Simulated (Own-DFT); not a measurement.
## Calculated data, AlGa3N4 (wurtzite random alloy, strained, atoms displaced)

A calculation, not a measurement: plane-wave PBE density functional theory by an unreviewed code, no spin, of a simulated periodic cell, stress positive in tension, free energy of the whole cell less one offset for each atom, forces on such cells passed a denser k mesh, this cell's mesh not checked; offsets are fitted by least squares, one for each functional and potential file, so energies compare only between cells with the same atoms and settings and are not formation energies; the far tail of each file's local potential was reset to the Coulomb form; each entry is a single point on an unrelaxed cell, so the pressure reflects the starting lattice, mostly measured values, from which strain is counted, and rises with the displacements; printed positions are rounded, which can move forces by about a meV/angstrom; the program is a retired in-house code; no spin-orbit coupling. Program: Own-DFT development build.

Common to all runs: functional PBE; potential files PseudoDojo norm-conserving, scalar-relativistic, standard set with the stringent files for Ga; wave cutoff 96 hartree; occupations Gaussian; smearing width 0.01 eV; k mesh 4 x 4 x 3 centred on Gamma.

(1) 
```cif
# cell vector a (Å): 9.5806 0.0000 0.0000
# cell vector b (Å): -4.7903 8.2970 0.0000
# cell vector c (Å): 0.0000 0.0000 10.2685
data_AlGa3N4
_symmetry_space_group_name_H-M 'P 1'
_symmetry_Int_Tables_number 1
_cell_length_a 9.5806
_cell_length_b 9.5806
_cell_length_c 10.2685
_cell_angle_alpha 90.000
_cell_angle_beta 90.000
_cell_angle_gamma 120.000
_cell_volume 816.25
loop_
_atom_site_label
_atom_site_type_symbol
_atom_site_fract_x
_atom_site_fract_y
_atom_site_fract_z
_atom_site_occupancy
Al1 Al 0.09843 0.21696 0.99687 1
Ga1 Ga 0.22743 0.11299 0.24824 1
N1 N 0.11070 0.22706 0.18564 1
N2 N 0.22731 0.10709 0.44473 1
Al2 Al 0.11709 0.22714 0.50351 1
Ga2 Ga 0.21442 0.10762 0.74412 1
N3 N 0.10591 0.21382 0.69302 1
N4 N 0.21482 0.10462 0.94564 1
Ga3 Ga 0.11806 0.56052 0.00142 1
Al3 Al 0.22123 0.44553 0.25272 1
N5 N 0.10830 0.55578 0.19131 1
N6 N 0.21981 0.45424 0.43132 1
Ga4 Ga 0.11426 0.55092 0.49689 1
Ga5 Ga 0.23340 0.45679 0.74872 1
N7 N 0.11208 0.55526 0.69430 1
N8 N 0.21895 0.44062 0.94041 1
Ga6 Ga 0.10938 0.88058 0.99714 1
Ga7 Ga 0.22066 0.77797 0.24936 1
N9 N 0.10600 0.88449 0.18483 1
N10 N 0.21556 0.78493 0.43959 1
Ga8 Ga 0.10569 0.88988 0.49684 1
Ga9 Ga 0.22238 0.77432 0.75022 1
N11 N 0.10693 0.89117 0.69558 1
N12 N 0.21917 0.77644 0.93261 1
Ga10 Ga 0.44813 0.22260 0.99260 1
Ga11 Ga 0.55089 0.10239 0.25127 1
N13 N 0.44551 0.22039 0.19129 1
N14 N 0.55233 0.10905 0.44301 1
Al4 Al 0.44293 0.21832 0.50572 1
Al5 Al 0.55247 0.10861 0.74993 1
N15 N 0.42759 0.20818 0.68478 1
N16 N 0.56475 0.12188 0.94087 1
Ga12 Ga 0.44360 0.55445 0.00358 1
Al6 Al 0.57216 0.45935 0.24961 1
N17 N 0.44195 0.56269 0.19394 1
N18 N 0.56488 0.45381 0.43828 1
Ga13 Ga 0.44886 0.55704 0.49720 1
Ga14 Ga 0.54971 0.44494 0.75269 1
N19 N 0.45221 0.55901 0.68515 1
N20 N 0.55864 0.44010 0.93246 1
Ga15 Ga 0.44318 0.88364 0.99669 1
Ga16 Ga 0.56155 0.78556 0.26078 1
N21 N 0.45455 0.90716 0.18789 1
N22 N 0.55492 0.77753 0.43329 1
Al7 Al 0.43587 0.87685 0.50186 1
Ga17 Ga 0.56625 0.78743 0.74891 1
N23 N 0.44480 0.89021 0.69416 1
N24 N 0.55541 0.77487 0.93305 1
Ga18 Ga 0.78318 0.23671 0.99894 1
Al8 Al 0.88215 0.09967 0.24660 1
N25 N 0.76677 0.21526 0.19628 1
N26 N 0.88523 0.10908 0.43508 1
Ga19 Ga 0.77461 0.20962 0.49923 1
Ga20 Ga 0.88730 0.10359 0.74691 1
N27 N 0.77936 0.22230 0.69760 1
N28 N 0.89569 0.11445 0.93744 1
Al9 Al 0.77701 0.55644 0.99982 1
Ga21 Ga 0.89927 0.44825 0.25641 1
N29 N 0.77504 0.54445 0.18653 1
N30 N 0.89057 0.44279 0.43377 1
Ga22 Ga 0.77492 0.54885 0.50181 1
Ga23 Ga 0.88882 0.44751 0.75419 1
N31 N 0.77076 0.54936 0.69143 1
N32 N 0.87971 0.43786 0.93928 1
Ga24 Ga 0.77345 0.88322 0.00187 1
Ga25 Ga 0.88966 0.76957 0.24438 1
N33 N 0.78274 0.89305 0.19338 1
N34 N 0.89590 0.79182 0.43002 1
Ga26 Ga 0.77157 0.88659 0.49018 1
Ga27 Ga 0.89967 0.77839 0.75473 1
N35 N 0.77812 0.89238 0.68613 1
N36 N 0.87859 0.77136 0.93986 1
_calc_free_energy_of_cell_above_offsets '-9.606'  # eV
_calc_pressure 4.19  # GPa
_calc_stress_xx -3.61  # GPa
_calc_stress_yy -2.78  # GPa
_calc_stress_zz -6.18  # GPa
_calc_stress_yz -0.27  # GPa
_calc_stress_xz 0.91  # GPa
_calc_stress_xy -0.75  # GPa
```

Force:
```csv
element,x (eV/Å),y (eV/Å),z (eV/Å)
Al,2.332,0.634,0.769
Ga,-0.705,0.078,-0.155
N,-0.608,-0.174,0.555
N,-1.165,2.185,-0.395
Al,-0.432,-0.914,-0.684
Ga,0.399,0.146,2.045
N,-0.24,2.227,-1.921
N,-0.264,0.846,-0.886
Ga,-0.772,-1.05,-0.186
Al,0.061,-0.417,-1.656
N,1.803,0.303,-0.382
N,2.454,-2.131,0.924
Ga,-2.447,1.402,1.116
Ga,-0.266,-1.557,0.584
N,-0.15,-0.067,-1.196
N,0.376,-0.099,-0.046
Ga,-0.903,1.14,0.218
Ga,0.279,0.735,-0.041
N,0.731,0.281,0.28
N,2.296,-1.095,0.316
Ga,-0.007,0.127,1.125
Ga,-0.466,0.751,-0.946
N,1.532,-1.09,-1.438
N,0.776,-0.217,1.259
Ga,-1.186,-0.734,1.487
Ga,-0.726,3.758,1.205
N,-0.059,1.815,-0.183
N,-0.425,-1.041,0.794
Al,0.413,0.212,-1.392
Al,0.137,0.81,0.203
N,2.062,1.325,0.694
N,-0.196,-1.963,-1.658
Ga,0.131,-0.459,-0.196
Al,-1.889,-2.376,0.217
N,1.002,-0.648,0.233
N,-0.872,-1.841,-0.689
Ga,-0.206,-0.292,-0.197
Ga,0.782,-0.998,-1.203
N,-0.959,0.448,-0.033
N,-0.378,1.298,1.929
Ga,0.06,1.498,0.243
Ga,-0.637,-0.094,-3.893
N,-0.167,-5.179,-0.992
N,-1.544,0.065,3.25
Al,-0.467,1.676,0.042
Ga,-0.471,-0.805,-0.365
N,0.12,0.066,-1.354
N,-0.215,-0.109,1.133
Ga,0.659,-3.249,1.608
Al,0.01,2.862,0.255
N,2.421,0.827,-0.765
N,1.8,0.444,-0.259
Ga,-0.85,1.218,0.607
Ga,-0.65,1.22,0.819
N,-0.957,-0.471,-1.048
N,-1.481,-1.069,0.307
Al,0.136,-0.919,-0.248
Ga,-1.334,-1.909,-1.65
N,0.043,1.169,-0.832
N,-0.101,-0.051,2.492
Ga,1.025,1.286,0.051
Ga,0.148,-0.889,-0.637
N,0.522,0.813,-0.262
N,0.283,3.886,0.299
Ga,-0.182,1.325,0.01
Ga,-0.446,0.468,0.142
N,-0.154,-1.405,-0.711
N,-0.614,-2.014,0.812
Ga,1.249,0.637,1.269
Ga,-2.424,-0.884,-0.669
N,1.042,-1.203,-0.73
N,0.932,-0.562,0.604
```

(2) 
```cif
# cell vector a (Å): 9.5806 0.0000 0.0000
# cell vector b (Å): -4.7903 8.2970 0.0000
# cell vector c (Å): 0.0000 0.0000 10.2685
data_AlGa3N4
_symmetry_space_group_name_H-M 'P 1'
_symmetry_Int_Tables_number 1
_cell_length_a 9.5806
_cell_length_b 9.5806
_cell_length_c 10.2685
_cell_angle_alpha 90.000
_cell_angle_beta 90.000
_cell_angle_gamma 120.000
_cell_volume 816.25
loop_
_atom_site_label
_atom_site_type_symbol
_atom_site_fract_x
_atom_site_fract_y
_atom_site_fract_z
_atom_site_occupancy
Al1 Al 0.10519 0.21476 0.00178 1
Ga1 Ga 0.22076 0.10364 0.25099 1
N1 N 0.11101 0.22067 0.18909 1
N2 N 0.22690 0.10424 0.43305 1
Ga2 Ga 0.11604 0.21240 0.50297 1
Ga3 Ga 0.22310 0.11263 0.75499 1
N3 N 0.11621 0.22583 0.69689 1
N4 N 0.21799 0.10809 0.93877 1
Ga4 Ga 0.11904 0.55908 0.00168 1
Ga5 Ga 0.22770 0.45338 0.24287 1
N5 N 0.10493 0.55770 0.18478 1
N6 N 0.22860 0.44795 0.42928 1
Ga6 Ga 0.10904 0.55061 0.50419 1
Ga7 Ga 0.22782 0.43458 0.76034 1
N7 N 0.11666 0.56288 0.68795 1
N8 N 0.22412 0.44709 0.93797 1
Al2 Al 0.11974 0.88953 0.00289 1
Ga8 Ga 0.21428 0.77979 0.25264 1
N9 N 0.10926 0.88207 0.19093 1
N10 N 0.22426 0.78029 0.44530 1
Ga9 Ga 0.11620 0.88935 0.49882 1
Ga10 Ga 0.22078 0.77270 0.75250 1
N11 N 0.10479 0.88777 0.68313 1
N12 N 0.22528 0.78303 0.94334 1
Al3 Al 0.44899 0.22214 0.00134 1
Ga11 Ga 0.55675 0.11163 0.25303 1
N13 N 0.43930 0.21306 0.18368 1
N14 N 0.56459 0.11601 0.44015 1
Ga12 Ga 0.45166 0.22699 0.50429 1
Al4 Al 0.54428 0.11052 0.75039 1
N15 N 0.43791 0.21522 0.68666 1
N16 N 0.55430 0.11680 0.93829 1
Ga13 Ga 0.44498 0.55777 0.99973 1
Ga14 Ga 0.55768 0.45118 0.24749 1
N17 N 0.45273 0.56206 0.19412 1
N18 N 0.55910 0.44388 0.43656 1
Ga15 Ga 0.44422 0.55576 0.50490 1
Ga16 Ga 0.55062 0.43756 0.75066 1
N19 N 0.44458 0.55744 0.70233 1
N20 N 0.55965 0.44733 0.93499 1
Ga17 Ga 0.44487 0.88838 0.99752 1
Al5 Al 0.55419 0.77453 0.24782 1
N21 N 0.44026 0.89161 0.18519 1
N22 N 0.56211 0.78011 0.44362 1
Al6 Al 0.44460 0.89405 0.50139 1
Al7 Al 0.55184 0.76965 0.74562 1
N23 N 0.44824 0.88850 0.69016 1
N24 N 0.55475 0.77287 0.93586 1
Ga18 Ga 0.76917 0.20583 0.99968 1
Ga19 Ga 0.89052 0.11809 0.24486 1
N25 N 0.77313 0.21568 0.19226 1
N26 N 0.88333 0.11373 0.43863 1
Ga20 Ga 0.78242 0.21537 0.50031 1
Ga21 Ga 0.88358 0.10303 0.75360 1
N27 N 0.78065 0.22488 0.69434 1
N28 N 0.88601 0.11237 0.93849 1
Ga22 Ga 0.76626 0.54569 0.00113 1
Ga23 Ga 0.88794 0.44379 0.24052 1
N29 N 0.77973 0.55361 0.19476 1
N30 N 0.89579 0.44658 0.43338 1
Ga24 Ga 0.76866 0.54861 0.50442 1
Ga25 Ga 0.89275 0.44696 0.75398 1
N31 N 0.79029 0.56862 0.69645 1
N32 N 0.88757 0.43960 0.93354 1
Ga26 Ga 0.78333 0.89078 0.00351 1
Al8 Al 0.88264 0.78461 0.25360 1
N33 N 0.77623 0.89394 0.18833 1
N34 N 0.89842 0.78383 0.44013 1
Ga27 Ga 0.76753 0.88602 0.49945 1
Al9 Al 0.88852 0.77422 0.75851 1
N35 N 0.79048 0.90190 0.68970 1
N36 N 0.88582 0.77275 0.93659 1
_calc_free_energy_of_cell_above_offsets '-10.315'  # eV
_calc_pressure 3.8  # GPa
_calc_stress_xx -2.68  # GPa
_calc_stress_yy -2.08  # GPa
_calc_stress_zz -6.63  # GPa
_calc_stress_yz -1.08  # GPa
_calc_stress_xz -0.16  # GPa
_calc_stress_xy 0.17  # GPa
```

Force:
```csv
element,x (eV/Å),y (eV/Å),z (eV/Å)
Al,0.222,0.727,-0.156
Ga,-0.202,0.607,-0.919
N,0.268,0.41,-1.054
N,-0.067,1.206,1.317
Ga,-1.104,0.82,-0.586
Ga,-0.503,-1.563,-0.837
N,-0.286,-0.987,-1.107
N,0.54,0.371,1.675
Ga,-1.469,-0.35,-0.961
Ga,-0.531,-0.894,0.481
N,1.399,0.121,0.491
N,-0.035,-0.637,1.589
Ga,0.276,0.364,-0.915
Ga,-1.8,1.457,-1.733
N,0.645,-1.735,0.899
N,0.261,-1.471,2.303
Al,-1.447,-0.333,-0.149
Ga,1.701,-0.694,0.652
N,-2.401,0.542,-1.207
N,1.497,-0.138,-0.746
Ga,-0.632,-0.428,0.456
Ga,-0.438,1.315,-0.503
N,0.35,0.08,2.124
N,-0.403,-0.319,-0.485
Al,-1.064,0.143,-0.214
Ga,-0.501,-0.313,-0.227
N,0.074,1.375,0.108
N,-0.988,-1.244,0.591
Ga,-0.163,-0.819,-1.623
Al,2.259,-0.289,-0.098
N,0.63,0.689,0.976
N,-0.572,-0.716,-0.881
Ga,0.471,-0.231,0.033
Ga,0.787,-1.683,0.309
N,-0.726,0.286,-1.154
N,-1.18,-0.046,0.646
Ga,-0.171,-0.195,-0.346
Ga,1.098,0.995,-0.358
N,0.754,-0.487,-1.814
N,-1.478,-2.018,1.141
Ga,0.418,0.29,-0.002
Al,-0.645,1.622,0.572
N,1.268,-1.128,1.165
N,-2.841,-0.798,-1.523
Al,0.358,-0.371,0.004
Al,0.449,2.342,0.837
N,0.092,0.487,-0.173
N,0.026,1.018,-0.391
Ga,-0.514,2.147,0.108
Ga,0.517,-0.44,1.378
N,-0.275,0.884,-1.235
N,2.938,-1.165,-0.659
Ga,-1.388,2.305,1.079
Ga,-0.248,2.314,-0.363
N,-1.228,-0.743,-0.324
N,1.777,-0.401,0.955
Ga,2.142,1.162,0.117
Ga,0.183,-0.596,1.526
N,-1.328,1.552,-0.913
N,-0.943,-0.555,0.576
Ga,2.307,1.489,-0.23
Ga,0.252,-0.17,-1.278
N,-1.34,-1.752,-0.877
N,0.129,0.104,2.511
Ga,-0.349,-0.735,-1.121
Al,1.416,-0.74,0.061
N,0.095,-1.177,0.976
N,-1.743,-0.784,-1.005
Ga,3.057,1.416,0.708
Al,-0.064,1.728,-1.659
N,-0.656,-4.002,0.091
N,1.064,0.777,1.371
```

(3) 
```cif
# cell vector a (Å): 9.5806 0.0000 0.0000
# cell vector b (Å): -4.7903 8.2970 0.0000
# cell vector c (Å): 0.0000 0.0000 10.2685
data_AlGa3N4
_symmetry_space_group_name_H-M 'P 1'
_symmetry_Int_Tables_number 1
_cell_length_a 9.5806
_cell_length_b 9.5806
_cell_length_c 10.2685
_cell_angle_alpha 90.000
_cell_angle_beta 90.000
_cell_angle_gamma 120.000
_cell_volume 816.25
loop_
_atom_site_label
_atom_site_type_symbol
_atom_site_fract_x
_atom_site_fract_y
_atom_site_fract_z
_atom_site_occupancy
Ga1 Ga 0.11584 0.22268 0.00279 1
Ga2 Ga 0.22859 0.11892 0.25237 1
N1 N 0.10446 0.20856 0.18565 1
N2 N 0.21597 0.11063 0.43852 1
Ga3 Ga 0.10716 0.22084 0.50345 1
Ga4 Ga 0.22365 0.11633 0.74640 1
N3 N 0.11076 0.21511 0.68557 1
N4 N 0.22530 0.11364 0.93947 1
Al1 Al 0.10297 0.55077 0.00133 1
Ga5 Ga 0.21791 0.43517 0.25675 1
N5 N 0.10959 0.55782 0.19276 1
N6 N 0.21342 0.44065 0.43954 1
Ga6 Ga 0.10434 0.54784 0.50374 1
Ga7 Ga 0.22425 0.45461 0.75716 1
N7 N 0.12500 0.56528 0.68044 1
N8 N 0.21324 0.42856 0.93613 1
Ga8 Ga 0.10947 0.89186 0.00786 1
Ga9 Ga 0.21864 0.78781 0.24400 1
N9 N 0.10934 0.88280 0.19330 1
N10 N 0.21377 0.77644 0.45154 1
Ga10 Ga 0.11644 0.89080 0.49991 1
Ga11 Ga 0.21037 0.77039 0.75214 1
N11 N 0.10845 0.89082 0.68677 1
N12 N 0.22303 0.78192 0.93806 1
Ga12 Ga 0.44205 0.22830 0.00063 1
Ga13 Ga 0.56421 0.10695 0.25663 1
N13 N 0.44009 0.20982 0.18655 1
N14 N 0.55580 0.11321 0.44395 1
Ga14 Ga 0.43849 0.21466 0.49570 1
Al2 Al 0.55605 0.11024 0.75016 1
N15 N 0.44851 0.21773 0.69092 1
N16 N 0.55510 0.11476 0.93796 1
Ga15 Ga 0.44631 0.56188 0.99558 1
Ga16 Ga 0.56784 0.44163 0.24853 1
N17 N 0.43169 0.55547 0.18772 1
N18 N 0.54801 0.43647 0.43392 1
Ga17 Ga 0.44302 0.55495 0.49705 1
Ga18 Ga 0.56174 0.44478 0.74882 1
N19 N 0.44847 0.55139 0.68936 1
N20 N 0.56591 0.46883 0.93524 1
Al3 Al 0.44055 0.88656 0.00608 1
Ga19 Ga 0.56025 0.77618 0.25332 1
N21 N 0.44559 0.88395 0.18573 1
N22 N 0.56110 0.78349 0.43402 1
Ga20 Ga 0.44618 0.88620 0.49850 1
Ga21 Ga 0.55331 0.77185 0.75390 1
N23 N 0.43206 0.88539 0.68805 1
N24 N 0.56047 0.77938 0.93367 1
Ga22 Ga 0.77636 0.22268 0.99501 1
Ga23 Ga 0.88634 0.10593 0.24627 1
N25 N 0.78624 0.23011 0.18560 1
N26 N 0.89395 0.10169 0.44022 1
Ga24 Ga 0.78257 0.22468 0.50400 1
Al4 Al 0.90460 0.11967 0.75372 1
N27 N 0.78083 0.22461 0.68486 1
N28 N 0.89014 0.10571 0.95496 1
Al5 Al 0.77654 0.55105 0.00609 1
Al6 Al 0.88518 0.45075 0.25922 1
N29 N 0.76939 0.54438 0.18562 1
N30 N 0.87861 0.43923 0.43587 1
Ga25 Ga 0.77473 0.54649 0.49626 1
Al7 Al 0.88680 0.44333 0.75361 1
N31 N 0.77304 0.54646 0.69286 1
N32 N 0.89303 0.44995 0.94022 1
Al8 Al 0.77099 0.88933 0.00791 1
Al9 Al 0.89253 0.77652 0.24976 1
N33 N 0.76278 0.87123 0.18842 1
N34 N 0.87970 0.76960 0.43974 1
Ga26 Ga 0.77879 0.88472 0.49564 1
Ga27 Ga 0.88312 0.78508 0.75255 1
N35 N 0.76795 0.88450 0.68595 1
N36 N 0.89208 0.78339 0.94185 1
_calc_free_energy_of_cell_above_offsets '-9.488'  # eV
_calc_pressure 4.03  # GPa
_calc_stress_xx -3.76  # GPa
_calc_stress_yy -0.63  # GPa
_calc_stress_zz -7.7  # GPa
_calc_stress_yz 0.67  # GPa
_calc_stress_xz 0.44  # GPa
_calc_stress_xy 0.1  # GPa
```

Force:
```csv
element,x (eV/Å),y (eV/Å),z (eV/Å)
Ga,-0.163,-1.192,-0.154
Ga,-0.346,-0.966,-0.121
N,0.192,1.055,1.097
N,0.593,0.061,0.077
Ga,0.54,0.034,-0.649
Ga,1.295,-0.988,0.686
N,-1.154,1.375,1.209
N,-0.203,-0.261,-0.191
Al,1.191,0.789,0.739
Ga,-0.748,0.557,-1.49
N,-0.895,-0.676,-0.595
N,0.678,0.025,0.684
Ga,-0.255,1.057,-1.855
Ga,1.046,-1,-1.796
N,-1.842,-2.355,2.506
N,-0.931,2.945,1.07
Ga,0.269,0.053,-1.555
Ga,3.125,-2.214,1.968
N,-2.761,1.475,-0.151
N,1.732,-0.575,-2.347
Ga,-1.745,-0.135,0.468
Ga,0.167,2.073,-0.386
N,-0.472,-0.163,0.745
N,0.573,-1.258,1.487
Ga,0.844,0.3,-0.7
Ga,-0.463,0.167,-1.208
N,0.75,1.104,0.633
N,0.853,-0.555,-0.507
Ga,-0.241,0.576,1.069
Al,-0.017,-0.824,-0.205
N,-0.226,0.262,-0.323
N,0.1,-0.883,-0.331
Ga,-0.81,-0.423,1.059
Ga,-3.598,-1.164,0.013
N,1.679,-0.606,0.001
N,0.2,0.437,0.544
Ga,-0.002,0.036,0.263
Ga,-0.923,-0.846,0.077
N,-0.984,-0.004,-0.406
N,1.291,-2.047,1.047
Al,0.304,0.477,-1.795
Ga,-2.137,-1.43,-0.701
N,-0.34,0.631,0.552
N,-0.535,-0.996,1.223
Ga,-0.875,-0.143,0.765
Ga,-0.942,0.772,-1.676
N,1.491,0.869,0.693
N,-1.173,1.153,2.23
Ga,0.189,-0.126,0.645
Ga,-0.243,-0.105,0.287
N,-0.426,0.119,1.169
N,-1.67,1.06,-0.811
Ga,0.105,-1.213,-1.102
Al,-1.749,-1.618,0.17
N,0.648,-0.019,2.734
N,-0.533,0.041,-2.437
Al,-0.211,1.256,-1.768
Al,1.65,-0.852,-2.315
N,2.346,2.242,0.266
N,1.334,0.006,0.3
Ga,-1.402,0.839,1.452
Al,0.199,0.329,-0.661
N,1.799,1.16,-0.762
N,-0.544,-0.058,-0.686
Al,1.034,-0.674,-1.241
Al,-1.097,-0.455,0.289
N,2.823,1.49,-0.289
N,1.322,-0.06,-1.469
Ga,-0.292,-0.091,1.045
Ga,0.999,-0.771,-0.25
N,0.577,1.785,0.513
N,-0.988,-0.863,1.161
```
